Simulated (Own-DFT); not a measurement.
# Point defects and the pressure they add: C11b WSi2

Everything here is calculated. The program is Own-DFT (plane waves, in-house, since retired, never reviewed by a person); positions were held fixed, and spin and spin-orbit coupling were off.

Common settings: PBE; PseudoDojo norm-conserving scalar-relativistic files; cutoff 50 hartree; 5 x 5 x 5 k mesh centred on Gamma; cold (Marzari-Vanderbilt) smearing of 0.2 eV.

Keep in mind: forces on such cells failed a check on a denser k mesh; stress not checked against mesh or cutoff.

All runs share one cell, with vectors in Å (-2.148, -5.953, 3.409); (-6.444, 2.976, 1.136); (-2.553, -2.948, -6.757) and a volume of 403.2 Å³. Atoms were moved at random from their sites; u is the rms move along one axis. The defect's site can differ from row to row.

```
cell,formula,u (Å),P (GPa)
no defect,Si20W10,0.0195,4.26
no defect,Si20W10,0.0482,6.32
no defect,Si20W10,0.0484,6.27
one W vacancy,Si20W9,0.0274,3.00
one W vacancy,Si20W9,0.0479,4.53
one W vacancy,Si20W9,0.0493,4.08
one Si on a W site,Si21W9,0.0265,6.07
one Si on a W site,Si21W9,0.0319,6.25
one Si on a W site,Si21W9,0.0472,7.70
one W on a Si site,Si19W11,0.0294,9.62
one W on a Si site,Si19W11,0.0479,11.23
one W on a Si site,Si19W11,0.0532,12.12
one Si vacancy,Si19W10,0.0278,3.00
one Si vacancy,Si19W10,0.0322,3.32
one Si vacancy,Si19W10,0.0506,4.62
one Si vacancy,Si19W10,0.0551,?
```

## Analysis

P = P0 + c u² + a shift for each defect gives P0 = 3.91 GPa, c = 1017 ± 72 GPa/Å² and a scatter of 0.22 GPa. The shifts, and each times the cell's volume:

- one W on a Si site: 5.05 ± 0.18 GPa, 12.7 eV
- one Si on a W site: 1.42 ± 0.18 GPa, 3.6 eV
- one Si vacancy: -1.74 ± 0.18 GPa, -4.4 eV
- one W vacancy: -1.89 ± 0.18 GPa, -4.8 eV

A positive shift means that the defect pushes the cell outwards. Shift times volume (160.2 GPa Å³ is 1 eV) depends little on the cell's size, so, taken for each site, it can be compared between cells at like pressure. The atoms around the defects weren't relaxed, which would change these numbers.

## Withheld run

Question: what pressure belongs in the blank (one Si vacancy, u = 0.0551 Å)?

Estimate: 5.26 ± 0.28 GPa. Computed: 4.51 GPa.
